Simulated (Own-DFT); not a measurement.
## Calculated data, Si12O23 (quartz with two neutral oxygen vacancies, atoms displaced)

All values are calculated (Own-DFT development build). A calculation, not a measurement: plane-wave PBE and HSE06 DFT by an unreviewed code, no spin, of a simulated cell at Gamma alone, so results move with cell size and shape, stress positive in tension, energies less offsets, not probed for a lower state with spin; oxygen file: force components 24 meV/angstrom off all-electron in a glass; k mesh not checked against a denser one; forces and stress are PBE's, HSE06 gives the energy alone, and its difference from PBE has offsets of its own; offsets are fitted by least squares, one for each functional and potential file, so energies compare only between cells with the same atoms and settings and are not formation energies; the far tail of each file's local potential was reset to the Coulomb form; each entry is a single point on an unrelaxed cell, so the pressure reflects the starting lattice, mostly measured values (interpolated for alloys), from which strain is counted, and rises with the displacements; printed positions are rounded, which can move forces by about a meV/angstrom; the program, named Own-DFT, is a retired in-house code; no spin-orbit coupling.

Common to all runs: first functional PBE; second functional HSE06; exact exchange share 0.25; screening 0.11 1/bohr; exchange divergence Gygi-Baldereschi; potential files PseudoDojo norm-conserving, scalar-relativistic, made for PBE, standard set; wave cutoff 48 hartree; occupations fixed; k mesh 1 x 1 x 1 centred on Gamma.

(1) Si12O23 (quartz with two neutral oxygen vacancies, atoms displaced)

```cif
# cell vector a (Å): 9.8268 0.0000 0.0000
# cell vector b (Å): -4.9134 8.5103 0.0000
# cell vector c (Å): 0.0000 0.0000 10.8104
data_Si12O23
_symmetry_space_group_name_H-M 'P 1'
_symmetry_Int_Tables_number 1
_cell_length_a 9.8268
_cell_length_b 9.8268
_cell_length_c 10.8104
_cell_angle_alpha 90.000
_cell_angle_beta 90.000
_cell_angle_gamma 120.000
_cell_volume 904.06
loop_
_atom_site_label
_atom_site_type_symbol
_atom_site_fract_x
_atom_site_fract_y
_atom_site_fract_z
_atom_site_occupancy
Si1 Si 0.23191 0.99340 0.99524 1
Si2 Si 0.99278 0.23218 0.33313 1
Si3 Si 0.26137 0.25556 0.16699 1
O1 O 0.20416 0.13161 0.05989 1
O2 O 0.43227 0.29574 0.21909 1
O3 O 0.36918 0.07872 0.39052 1
O4 O 0.07963 0.37471 0.44085 1
O5 O 0.13306 0.20755 0.27267 1
O6 O 0.29789 0.42855 0.11582 1
Si4 Si 0.22755 0.00039 0.49822 1
Si5 Si 0.00408 0.25189 0.83504 1
Si6 Si 0.26657 0.26127 0.66373 1
O7 O 0.19886 0.13477 0.55953 1
O8 O 0.42500 0.29213 0.72635 1
O9 O 0.37055 0.08547 0.88604 1
O10 O 0.08139 0.36953 0.94015 1
O11 O 0.12351 0.19918 0.77008 1
O12 O 0.28586 0.42584 0.59828 1
Si7 Si 0.22055 0.49962 0.00524 1
Si8 Si 0.01063 0.73648 0.33105 1
Si9 Si 0.27123 0.77460 0.16174 1
O13 O 0.21171 0.63796 0.05370 1
O14 O 0.43842 0.79877 0.22595 1
O15 O 0.36859 0.56662 0.39933 1
O16 O 0.07449 0.87130 0.43454 1
O17 O 0.29816 0.93086 0.10789 1
Si10 Si 0.23192 0.49420 0.50304 1
Si11 Si 0.99197 0.73188 0.83368 1
Si12 Si 0.25631 0.75248 0.66964 1
O18 O 0.19774 0.61748 0.55364 1
O19 O 0.42347 0.79439 0.72990 1
O20 O 0.36556 0.57944 0.88849 1
O21 O 0.07266 0.87251 0.93808 1
O22 O 0.14082 0.71149 0.77302 1
O23 O 0.29693 0.92909 0.60879 1
Si13 Si 0.73670 0.99989 0.99511 1
Si14 Si 0.50142 0.23722 0.33433 1
Si15 Si 0.76286 0.25909 0.16638 1
O24 O 0.69713 0.12656 0.06476 1
O25 O 0.92481 0.29592 0.23205 1
O26 O 0.85572 0.06505 0.39296 1
O27 O 0.57197 0.36933 0.44467 1
O28 O 0.63673 0.20184 0.28159 1
O29 O 0.79137 0.42269 0.11003 1
Si16 Si 0.73201 0.99525 0.50043 1
Si17 Si 0.49594 0.23049 0.82955 1
Si18 Si 0.76445 0.26523 0.66011 1
O30 O 0.69101 0.12260 0.55764 1
O31 O 0.92363 0.29142 0.72089 1
O32 O 0.86811 0.07033 0.89425 1
O33 O 0.57157 0.36251 0.93900 1
O34 O 0.63801 0.20619 0.77583 1
O35 O 0.79041 0.41802 0.60521 1
Si19 Si 0.73737 0.49986 0.00851 1
Si20 Si 0.49759 0.72966 0.34086 1
Si21 Si 0.76010 0.75993 0.17312 1
O36 O 0.70237 0.62375 0.06003 1
O37 O 0.92171 0.78931 0.22905 1
O38 O 0.57641 0.87168 0.44676 1
O39 O 0.63708 0.71613 0.27460 1
O40 O 0.78850 0.92973 0.11882 1
Si22 Si 0.72418 0.49699 0.50986 1
Si23 Si 0.50581 0.73697 0.83999 1
Si24 Si 0.75378 0.75474 0.66751 1
O41 O 0.71179 0.63615 0.56613 1
O42 O 0.93888 0.79803 0.72546 1
O43 O 0.87546 0.58003 0.89811 1
O44 O 0.57033 0.86776 0.94001 1
O45 O 0.63010 0.70711 0.77721 1
O46 O 0.79277 0.92488 0.60319 1
```

* PBE energy of cell above offsets: -15.871 eV
* HSE06 less PBE above offsets: 0.268 eV
* PBE pressure: 9 GPa
* PBE stress xx: -6.78 GPa
* PBE stress yy: -11.97 GPa
* PBE stress zz: -8.26 GPa
* PBE stress yz: -2.24 GPa
* PBE stress xz: -0.96 GPa
* PBE stress xy: -0.11 GPa

Force:
```csv
element,x (eV/Å),y (eV/Å),z (eV/Å)
Si,1.046,3.955,0.598
Si,2.231,-0.073,2.411
Si,0.108,2.738,0.084
O,0.646,-2.044,-1.683
O,0.963,-0.332,1.203
O,-1.584,-1.752,1.572
O,-3.022,-4.923,-3.38
O,-1.315,-0.814,1.38
O,-2.108,0.708,-2.03
Si,3.47,0.787,1.496
Si,0.834,-5.958,-3.584
Si,-3.265,2.052,1.575
O,0.451,-1.625,-1.799
O,-0.023,1.006,-1.301
O,-3.196,-7.259,4.031
O,-2.965,-1.336,0.319
O,0.332,1.273,-0.106
O,5.628,-4.354,6.611
Si,9.615,0.634,0.457
Si,0.442,-2.798,-0.835
Si,0.864,-3.121,4.067
O,-3.019,3.668,2.015
O,-1.641,-0.585,-0.213
O,0.741,0.758,-1.011
O,-0.938,-0.018,0.192
O,-0.918,2.909,-2.306
Si,0.083,1.884,-4.455
Si,4.016,2.623,-0.52
Si,3.277,2.705,-5.035
O,-3.207,5.309,3.546
O,1.265,-0.318,0.182
O,-1.727,-3.047,2.621
O,-0.915,-1.915,-0.842
O,-4.859,-1.849,4.471
O,-1.066,-0.741,-1.097
Si,-0.588,-0.557,3.766
Si,0.57,0.747,-1.506
Si,-0.978,0.011,1.875
O,0.636,-0.806,-1.589
O,-0.502,0.657,-1.56
O,1.919,2.26,-1.911
O,-1.456,-1.217,-0.892
O,-0.418,0.626,-0.296
O,1.038,-0.054,0.809
Si,0.053,2.386,1.71
Si,3.993,5.235,-0.838
Si,-0.004,-5.28,1.941
O,0.271,1.524,0.823
O,1.103,0.71,0.841
O,1.001,2.608,-1.478
O,1.055,1.465,0.621
O,-0.213,0.263,-0.538
O,-1.474,3.937,-1.224
Si,-0.165,-2.94,-4.154
Si,-0.559,1.706,-0.281
Si,0.817,1.477,-3.551
O,-2.246,3.584,2.36
O,0.996,0.144,-0.028
O,-2.886,-4.868,-2.703
O,-1.541,-1.86,2.707
O,-0.101,-0.313,-1.821
Si,4.06,0.935,-2.968
Si,-4.292,-0.223,-2.406
Si,1.823,6.582,3.13
O,-1.261,-2.274,-2.075
O,-4.163,-0.219,-2.515
O,-1.365,-3.543,2.112
O,0.334,1.652,1.667
O,2.791,-0.625,-0.863
O,1.508,-1.877,2.197
```

(2) Si12O23 (quartz with two neutral oxygen vacancies, atoms displaced)

```cif
# cell vector a (Å): 9.8268 0.0000 0.0000
# cell vector b (Å): -4.9134 8.5103 0.0000
# cell vector c (Å): 0.0000 0.0000 10.8104
data_Si12O23
_symmetry_space_group_name_H-M 'P 1'
_symmetry_Int_Tables_number 1
_cell_length_a 9.8268
_cell_length_b 9.8268
_cell_length_c 10.8104
_cell_angle_alpha 90.000
_cell_angle_beta 90.000
_cell_angle_gamma 120.000
_cell_volume 904.06
loop_
_atom_site_label
_atom_site_type_symbol
_atom_site_fract_x
_atom_site_fract_y
_atom_site_fract_z
_atom_site_occupancy
Si1 Si 0.22978 0.00907 0.99880 1
Si2 Si 0.00223 0.23108 0.33373 1
Si3 Si 0.26955 0.26433 0.16801 1
O1 O 0.20416 0.12265 0.06335 1
O2 O 0.42143 0.29308 0.23040 1
O3 O 0.36630 0.06712 0.38340 1
O4 O 0.06651 0.37160 0.43722 1
O5 O 0.13092 0.19702 0.27105 1
O6 O 0.29721 0.43505 0.10222 1
Si4 Si 0.24196 0.00624 0.49305 1
Si5 Si 0.99393 0.23054 0.83624 1
Si6 Si 0.26335 0.27073 0.65862 1
O7 O 0.42248 0.29336 0.72445 1
O8 O 0.36954 0.08014 0.89291 1
O9 O 0.08359 0.36698 0.94342 1
O10 O 0.12724 0.19696 0.76994 1
Si7 Si 0.23877 0.50565 0.00082 1
Si8 Si 0.00042 0.74279 0.33792 1
Si9 Si 0.25192 0.76162 0.16969 1
O11 O 0.21245 0.64042 0.05580 1
O12 O 0.43847 0.78682 0.23360 1
O13 O 0.37132 0.57956 0.37894 1
O14 O 0.07149 0.86186 0.44289 1
O15 O 0.13456 0.70753 0.27783 1
O16 O 0.28430 0.92379 0.10759 1
Si10 Si 0.23072 0.50382 0.50136 1
Si11 Si 0.00732 0.73286 0.83629 1
Si12 Si 0.26451 0.77451 0.66678 1
O17 O 0.20800 0.63260 0.55667 1
O18 O 0.43170 0.79102 0.72603 1
O19 O 0.36731 0.57278 0.88748 1
O20 O 0.07827 0.86818 0.94809 1
O21 O 0.12714 0.70725 0.77319 1
O22 O 0.29368 0.92193 0.60570 1
Si13 Si 0.73912 0.99602 0.99724 1
Si14 Si 0.49392 0.23333 0.32949 1
Si15 Si 0.76604 0.26018 0.16683 1
O23 O 0.71764 0.14434 0.06781 1
O24 O 0.92556 0.28948 0.22844 1
O25 O 0.87481 0.08002 0.39345 1
O26 O 0.57578 0.37217 0.43827 1
O27 O 0.63099 0.20882 0.28095 1
O28 O 0.77893 0.41835 0.10449 1
Si16 Si 0.72751 0.00181 0.49713 1
Si17 Si 0.50133 0.23356 0.82883 1
Si18 Si 0.76744 0.27048 0.66430 1
O29 O 0.70946 0.13459 0.55511 1
O30 O 0.93385 0.29751 0.72654 1
O31 O 0.86409 0.07023 0.89533 1
O32 O 0.57635 0.37154 0.93260 1
O33 O 0.63770 0.21051 0.78261 1
O34 O 0.78185 0.42115 0.60320 1
Si19 Si 0.73938 0.49620 0.99802 1
Si20 Si 0.50032 0.72947 0.33418 1
Si21 Si 0.76472 0.76332 0.16760 1
O35 O 0.69614 0.63610 0.05752 1
O36 O 0.93063 0.79360 0.22780 1
O37 O 0.87007 0.57568 0.39511 1
O38 O 0.58370 0.87721 0.44342 1
O39 O 0.62716 0.70197 0.27795 1
O40 O 0.79331 0.92973 0.10535 1
Si22 Si 0.74210 0.50256 0.50215 1
Si23 Si 0.50931 0.73928 0.83954 1
Si24 Si 0.76885 0.77020 0.67114 1
O41 O 0.70435 0.63514 0.55914 1
O42 O 0.92017 0.77810 0.73444 1
O43 O 0.86817 0.56535 0.88646 1
O44 O 0.57256 0.86137 0.94144 1
O45 O 0.62661 0.69396 0.77444 1
O46 O 0.78780 0.92495 0.59995 1
```

* PBE energy of cell above offsets: -15.158 eV
* HSE06 less PBE above offsets: 0.160 eV
* PBE pressure: 9.66 GPa
* PBE stress xx: -9.36 GPa
* PBE stress yy: -10.75 GPa
* PBE stress zz: -8.88 GPa
* PBE stress yz: 0.32 GPa
* PBE stress xz: -0.71 GPa
* PBE stress xy: 0.03 GPa

Force:
```csv
element,x (eV/Å),y (eV/Å),z (eV/Å)
Si,7.98,-4.847,-2.423
Si,-0.096,2.652,-0.828
Si,-4.142,1.184,-2.462
O,-5.153,7.321,4.352
O,1.112,1.256,-0.826
O,0.089,-0.912,-0.216
O,0.687,0.328,0.079
O,0.406,0.367,-0.084
O,2.607,-3.217,3.242
Si,-2.111,1.053,3.026
Si,2.608,2.213,-0.529
Si,-0.394,-0.562,-1.701
O,0.463,0.195,-0.222
O,-1.02,-1.827,1.005
O,-1.839,-2.272,-1.418
O,-0.45,0.173,0.077
Si,0.805,0.885,-2.117
Si,1.136,-3.481,-1.628
Si,5.128,1.929,-1.203
O,-0.99,0.396,0.486
O,-7.343,2.528,-6.184
O,-4.215,-8.096,5.975
O,0.507,2.92,2.635
O,-1.792,-0.838,2.005
O,0.21,0.624,-0.016
Si,4.364,-3.716,-2.606
Si,-4.86,0.975,3.617
Si,4.434,-5.563,2.526
O,-2.546,3.672,2.67
O,-1.847,0.334,-0.445
O,-0.495,-0.29,0.836
O,-2.095,-3.294,-2.657
O,5.811,-0.447,-2.896
O,-1.766,4.869,-2.844
Si,-4.149,1.016,2.847
Si,2.255,1.933,3.011
Si,-2.165,4.403,6.058
O,1.434,-7.401,-7.165
O,0.548,0.716,-0.163
O,-1.55,-3.389,1.991
O,-0.4,-0.934,-0.555
O,2.441,0.051,-2.108
O,1.871,-0.475,2.443
Si,6.552,3.211,0.875
Si,-2.487,2.156,0.804
Si,0.897,-2.694,1.496
O,-2.099,3.483,2.526
O,-1.829,0.101,-0.792
O,1.16,0.409,-1.942
O,-0.353,0.035,0.307
O,3.533,-0.232,-2.823
O,2.332,-0.423,2.865
Si,-3.379,2.111,-1.709
Si,2.191,5.985,2.851
Si,-1.218,0.065,0.921
O,2.101,-1.532,-0.95
O,-1.664,0.511,-1.524
O,0.655,0.212,-0.502
O,-4.734,-7.052,-4.403
O,5.658,0.259,-2.41
O,1.687,-1.353,2.034
Si,-4.734,1.511,-3.019
Si,-2.016,-3.689,-3.995
Si,-1.101,-1.457,-1.589
O,0.775,0.264,0.535
O,-0.764,1.56,-1.073
O,0.192,-0.045,1.259
O,0.308,3.561,3.104
O,1.468,0.946,-0.489
O,1.39,-0.336,2.055
```

(3) Si12O23 (quartz with two neutral oxygen vacancies, atoms displaced)

```cif
# cell vector a (Å): 9.8268 0.0000 0.0000
# cell vector b (Å): -4.9134 8.5103 0.0000
# cell vector c (Å): 0.0000 0.0000 10.8104
data_Si12O23
_symmetry_space_group_name_H-M 'P 1'
_symmetry_Int_Tables_number 1
_cell_length_a 9.8268
_cell_length_b 9.8268
_cell_length_c 10.8104
_cell_angle_alpha 90.000
_cell_angle_beta 90.000
_cell_angle_gamma 120.000
_cell_volume 904.06
loop_
_atom_site_label
_atom_site_type_symbol
_atom_site_fract_x
_atom_site_fract_y
_atom_site_fract_z
_atom_site_occupancy
Si1 Si 0.22422 0.98932 0.00080 1
Si2 Si 0.99807 0.23110 0.33458 1
Si3 Si 0.26034 0.25603 0.16338 1
O1 O 0.20088 0.12514 0.06151 1
O2 O 0.43632 0.30384 0.22646 1
O3 O 0.36539 0.06682 0.39616 1
O4 O 0.07086 0.35720 0.43942 1
O5 O 0.13248 0.20637 0.27602 1
O6 O 0.28232 0.42293 0.09933 1
Si4 Si 0.23532 0.00908 0.49611 1
Si5 Si 0.00422 0.23372 0.84099 1
Si6 Si 0.27109 0.26987 0.65985 1
O7 O 0.21365 0.13258 0.56809 1
O8 O 0.42997 0.29532 0.72618 1
O9 O 0.36365 0.07093 0.88297 1
O10 O 0.07388 0.35942 0.94678 1
O11 O 0.14231 0.22173 0.77079 1
O12 O 0.30319 0.42581 0.60498 1
Si7 Si 0.23720 0.50126 0.00110 1
Si8 Si 0.00515 0.75015 0.33666 1
Si9 Si 0.25997 0.77172 0.16655 1
O13 O 0.20415 0.62918 0.05805 1
O14 O 0.42349 0.78797 0.21770 1
O15 O 0.36973 0.58039 0.38755 1
O16 O 0.08159 0.85723 0.44385 1
O17 O 0.13194 0.70378 0.27314 1
O18 O 0.28770 0.92408 0.09905 1
Si10 Si 0.24326 0.50321 0.50198 1
Si11 Si 0.00667 0.74044 0.83519 1
Si12 Si 0.25960 0.76617 0.67563 1
O19 O 0.20349 0.63286 0.55039 1
O20 O 0.40816 0.78461 0.72523 1
O21 O 0.36721 0.56930 0.89122 1
O22 O 0.07802 0.86795 0.94533 1
O23 O 0.13188 0.71351 0.78336 1
O24 O 0.29296 0.92000 0.60094 1
Si13 Si 0.72931 0.99440 0.00260 1
Si14 Si 0.49504 0.23801 0.33506 1
Si15 Si 0.76339 0.26290 0.17129 1
O25 O 0.71390 0.13909 0.05985 1
O26 O 0.92630 0.28885 0.22525 1
O27 O 0.85918 0.07348 0.39315 1
O28 O 0.56511 0.35658 0.43620 1
O29 O 0.63228 0.20485 0.27684 1
O30 O 0.80077 0.42892 0.09833 1
Si16 Si 0.72983 0.99220 0.50105 1
Si17 Si 0.49394 0.23295 0.83783 1
Si18 Si 0.75370 0.25674 0.66715 1
O31 O 0.92245 0.29462 0.72335 1
O32 O 0.86188 0.06760 0.89723 1
O33 O 0.57729 0.37363 0.93752 1
O34 O 0.63129 0.21143 0.77762 1
O35 O 0.79097 0.43147 0.60748 1
Si19 Si 0.72884 0.49324 0.00628 1
Si20 Si 0.50045 0.73893 0.33282 1
Si21 Si 0.77159 0.77258 0.15918 1
O36 O 0.70719 0.63528 0.06665 1
O37 O 0.92611 0.80600 0.22236 1
O38 O 0.85999 0.57233 0.39933 1
O39 O 0.62500 0.70249 0.26733 1
O40 O 0.79207 0.91214 0.10285 1
Si22 Si 0.74291 0.49710 0.50501 1
Si23 Si 0.50113 0.73245 0.83064 1
Si24 Si 0.77358 0.76654 0.66917 1
O41 O 0.71206 0.63799 0.55798 1
O42 O 0.92686 0.78921 0.72644 1
O43 O 0.85650 0.57195 0.89293 1
O44 O 0.58521 0.86804 0.94038 1
O45 O 0.62862 0.69842 0.78350 1
O46 O 0.79809 0.93112 0.60292 1
```

- PBE energy of cell above offsets: -14.791 eV
- HSE06 less PBE above offsets: 0.119 eV
- PBE pressure: 10.48 GPa
- PBE stress xx: -11.4 GPa
- PBE stress yy: -9.76 GPa
- PBE stress zz: -10.29 GPa
- PBE stress yz: -0.57 GPa
- PBE stress xz: -2.65 GPa
- PBE stress xy: 0.79 GPa

Force:
```csv
element,x (eV/Å),y (eV/Å),z (eV/Å)
Si,3.504,7.156,-1.478
Si,-1.02,0.135,-0.691
Si,-0.247,3.795,1.504
O,-0.169,-0.445,-0.734
O,-2.786,-0.685,-2.103
O,0.923,1.639,-2.657
O,1.479,2.792,2.316
O,2.003,-0.6,-1.046
O,4.235,-3.782,4.746
Si,2.55,-3.664,2.692
Si,-2.431,-0.522,-2.944
Si,0.997,-0.542,5.135
O,-1.59,-1.02,-1.874
O,-0.312,0.288,-0.376
O,-2.238,-3.331,3.193
O,-0.631,0.708,0.342
O,0.029,-0.771,0.119
O,-1.139,3.525,-2.003
Si,-1.865,0.941,-3.132
Si,-1.488,-6.38,-4.617
Si,2.945,-3.657,-0.641
O,-1.459,2.409,1.109
O,-0.518,0.899,0.231
O,-1.148,-2.772,2.038
O,-0.933,3.424,3.206
O,-2.129,0.477,0.919
O,1.798,0.429,2.113
Si,-1.698,-1.039,-2.001
Si,-6.138,-2.867,3.08
Si,-3.932,-1.504,-5.745
O,-0.441,1.123,2.573
O,7.489,0.479,3.721
O,-0.241,0.363,-0.125
O,-4.633,-4.778,-3.037
O,4.379,-1.113,-1.82
O,-1.232,1.312,-0.191
Si,2.644,3.59,2.127
Si,1.988,-3.596,-2.46
Si,0.067,1.412,-0.981
O,-0.211,-1.418,-0.355
O,0.237,0.345,0.108
O,0.56,-0.477,-0.45
O,1.516,5.05,5.301
O,-0.84,-0.129,0.226
O,2.165,-2.494,3.625
Si,-4.309,0.77,-1.674
Si,0.732,2.601,-1.579
Si,1.679,-0.594,-1.747
O,1.76,-0.503,1.949
O,1.5,1.155,-1.192
O,-2.156,-2.199,-0.175
O,0.208,-0.63,0.411
O,3.564,-3.626,4.94
Si,-0.527,4.188,-2.004
Si,1.384,3.295,-0.274
Si,-0.819,-8.339,6.478
O,0.752,-3.361,-2.52
O,4.765,0.188,3.454
O,2.881,3.504,-4.227
O,1.701,0.627,-0.75
O,-4.358,10.09,-4.768
Si,-7.121,0.867,-3.223
Si,-3.128,0.62,1.42
Si,-4.213,-0.99,-0.987
O,-0.125,-0.205,0.474
O,2.168,1.292,0.884
O,1.145,2.118,-0.714
O,-3.898,-4.153,-2.761
O,4.008,0.798,-3.465
O,2.373,-2.217,3.091
```
